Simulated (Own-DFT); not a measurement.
# What random displacements cost in hexagonal WC, 64 atoms (C32W32)

Calculated results; nothing here was measured. The program, named Own-DFT, is a retired in-house plane-wave density functional code that no person has reviewed. Each row is one single-point run on a periodic cell that was not relaxed, without spin or spin-orbit coupling.

Settings of every run: PBE; PseudoDojo norm-conserving scalar-relativistic files; cutoff 50 hartree; 4 x 4 x 4 k mesh centred on Gamma; cold (Marzari-Vanderbilt) smearing of 0.2 eV.

Known limits: forces on such cells moved up to 12 meV/angstrom on a denser k mesh; stress not checked against mesh or cutoff.

Cell vectors in Å: (5.833, -5.052, -2.839); (0.000, -5.052, 8.518); (-5.833, -5.052, -2.839). In each run every atom was moved at random and independently from its ideal site; u is the rms move along one axis. E is the free energy for each atom above the fitted value at u = 0, and F the rms of the force components.

| run | u (Å) | E (meV/atom) | F (eV/Å) | largest force (eV/Å) | P (GPa) |
|---|---|---|---|---|---|
| 1 | 0.0176 | 12.8 | 0.499 | 2.17 | 3.21 |
| 2 | 0.0182 | 12.6 | 0.486 | 1.72 | 3.18 |
| 3 | 0.0202 | 15.7 | 0.544 | 2.13 | 3.31 |
| 4 | 0.0481 | 89.5 | 1.355 | 4.64 | 6.17 |
| 5 | 0.0499 | 96.6 | 1.418 | 6.09 | 6.68 |
| 6 | 0.0982 | ? | ? | ? | ? |
| 7 | 0.1024 | 415.6 | 3.162 | 12.10 | 18.96 |
| 8 | 0.1105 | 468.4 | 3.338 | 12.97 | 21.58 |
| 9 | 0.1596 | 924.5 | 4.495 | 13.83 | 39.82 |

## Worked fit

For small independent moves the energy grows as E = (3/2) K u², with K the mean stiffness felt by one atom. The runs with u up to 0.11 Å give K = 26.1 ± 0.3 eV/Å², with residuals divided by u² + 0.0006 Å², since the noise grows with the moves. The scatter is 1.8 meV/atom at u = 0.05 Å. The forces follow F = G u with G = 28.3 eV/Å²; no force at u = 0 is resolved. G exceeds K because the moves of its neighbours add to the force on an atom, and stiffness differs between atoms. At u = 0.160 Å the parabola gives 996 meV/atom and the run 925. The pressure follows P = 2.69 + 1553 u² GPa: at fixed volume, shortened bonds push harder than stretched ones pull.

## Withheld run

Question: what energy and rms force should run 6 give?

The fit gives 377 ± 7 meV/atom and about 2.78 eV/Å. The calculation gave 406.2 meV/atom and 3.142 eV/Å. This run lies off the fit, by chance or by something that the fit leaves out.
